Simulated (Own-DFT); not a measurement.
# How strain changes the stress of 2H SiC, 72 atoms (C36Si36)

No measurement is shown. These are fixed-geometry runs of a retired plane-wave code named Own-DFT, which no person has reviewed; spin and spin-orbit coupling are neglected.

Common settings: PBE; PseudoDojo norm-conserving scalar-relativistic files; cutoff 42 hartree; 4 x 4 x 3 k mesh centred on Gamma; Fermi-Dirac smearing of 0.1 eV.

Caveats: forces on such cells passed a denser k mesh, each cell not checked; stress not checked against mesh or cutoff.

Unstrained cell vectors in Å: (9.248, 0.000, 0.000); (-4.624, 8.009, 0.000); (0.000, 0.000, 10.068). The unstrained cell has measured lattice constants (interpolated for alloys), not those of this functional. That, the random moves and any unrelaxed bonds set the pressure at no strain. In each run the cell takes a homogeneous strain; fractional positions stay. Each atom got a random Gaussian move of width 0.05 Å along each axis. Strains are tensor components in per cent; tension counts as positive stress, and P is minus the mean normal stress.

```
run,e_xx (%),e_yy (%),e_zz (%),e_yz (%),e_xz (%),e_xy (%),s_xx (GPa),s_yy (GPa),s_zz (GPa),s_yz (GPa),s_xz (GPa),s_xy (GPa),P (GPa),E (meV/atom)
1,1.83,1.36,0.34,-0.83,-1.07,-1.09,5.85,3.67,-4.29,-3.73,-3.57,-5.83,-1.74,11.2
2,-1.67,1.23,-0.68,1.13,-0.58,1.13,-12.93,0.92,-12.34,4.69,-2.21,5.62,8.11,20.4
3,-0.12,-1.96,-1.53,-1.19,-1.23,-0.50,-9.71,-16.98,-16.34,-3.89,-5.20,-3.98,14.34,34.7
4,-1.19,0.72,-1.98,-0.40,-0.53,0.14,-12.96,-2.91,-20.11,-1.57,-2.58,2.39,11.99,46.8
5,0.20,1.02,-1.87,1.45,0.58,-1.68,-2.53,-1.57,-18.23,4.07,2.41,-7.27,7.44,51.6
6,1.71,1.52,-0.68,1.83,0.60,0.67,4.51,4.56,-11.03,4.73,2.17,2.07,0.65,40.2
7,1.94,1.60,0.01,-1.38,1.49,1.19,7.91,4.56,-6.51,-3.68,4.80,4.87,-1.98,14.4
8,1.99,0.02,-2.00,-1.05,-1.26,-1.32,3.12,-1.78,-18.71,-2.72,-4.42,-5.18,5.79,37.3
9,-1.17,-1.97,1.92,-0.86,1.11,-1.16,-12.99,-14.28,2.31,-2.65,3.25,-4.93,8.32,21.0
10,0.99,-1.28,-0.87,-0.68,-1.01,-1.61,1.51,-10.67,-14.80,-2.26,-3.48,-6.97,7.99,4.4
11,1.84,-1.80,1.80,-1.12,-1.32,-0.64,2.74,-10.30,3.42,-3.73,-4.37,-3.44,1.38,13.4
12,1.21,0.77,-1.86,0.47,-0.49,-1.32,2.01,-0.04,-18.51,2.37,-2.25,-5.84,5.52,27.8
13,-0.70,1.20,0.76,1.32,1.23,0.22,-7.32,1.92,-2.45,3.97,3.98,1.88,2.62,6.7
14,-0.27,-0.64,1.02,-1.94,0.15,-0.59,-6.10,-5.83,-2.25,-5.31,0.25,-2.74,4.73,0.0
15,-0.75,0.27,-1.66,0.61,0.79,-0.91,-7.89,-4.59,-19.95,2.14,1.62,-4.11,10.81,35.9
16,1.76,-0.50,0.69,1.84,0.49,-1.08,5.48,-4.56,-4.40,5.15,1.17,-4.25,1.16,16.2
17,1.56,1.52,1.62,-0.59,0.24,0.33,5.93,4.82,2.28,-1.86,0.56,2.25,-4.34,6.7
18,1.80,0.44,-1.93,1.38,-1.22,-0.82,?,?,?,?,?,?,?,?
```

The last column gives the free energy per atom over the lowest of the runs shown.

## Analysis

Least squares on the runs shown: each stress against a constant and the strains, taken as fractions with shears doubled. Shear strains stay in the fit of a normal stress only where such slopes are resolved. The slopes, in GPa:

| stress | at no strain | per e_xx | per e_yy | per e_zz | scatter |
|---|---|---|---|---|---|
| s_xx | -4.9 | 538 ± 27 | 107 ± 27 | 43 ± 25 | 1.37 |
| s_yy | -4.3 | 85 ± 20 | 502 ± 21 | 62 ± 19 | 1.04 |
| s_zz | -8.0 | 39 ± 18 | 33 ± 19 | 599 ± 17 | 0.93 |

The slope of each shear stress on twice its own strain, from a fit on all six strains: yz 146 ± 9, xz 164 ± 7, xy 211 ± 16 GPa. These are stiffnesses along x, y and z of the frame in which the cell vectors are given, with the crystal's c axis along z: C11, C12, C13 and C33. Hexagonal symmetry asks that xx and yy behave alike, which is a second check on the noise. These are clamped-ion slopes: internal relaxation, where symmetry allows it, would soften some. The table should be nearly symmetric about its diagonal, and what it lacks of that shows the noise. A ninth of the table's sum, 223 ± 4 GPa, estimates the bulk modulus near the mean pressure of these runs, 4.9 GPa, so it lies above the value at zero pressure.

## Prediction

Asked: what normal stresses and pressure should run 18 give?

The fit gives s_xx = 4.4, s_yy = -1.8, s_zz = -18.8 and P = 5.4 GPa. The calculation gave 4.05, -0.09, -19.87 and P = 5.30 GPa.
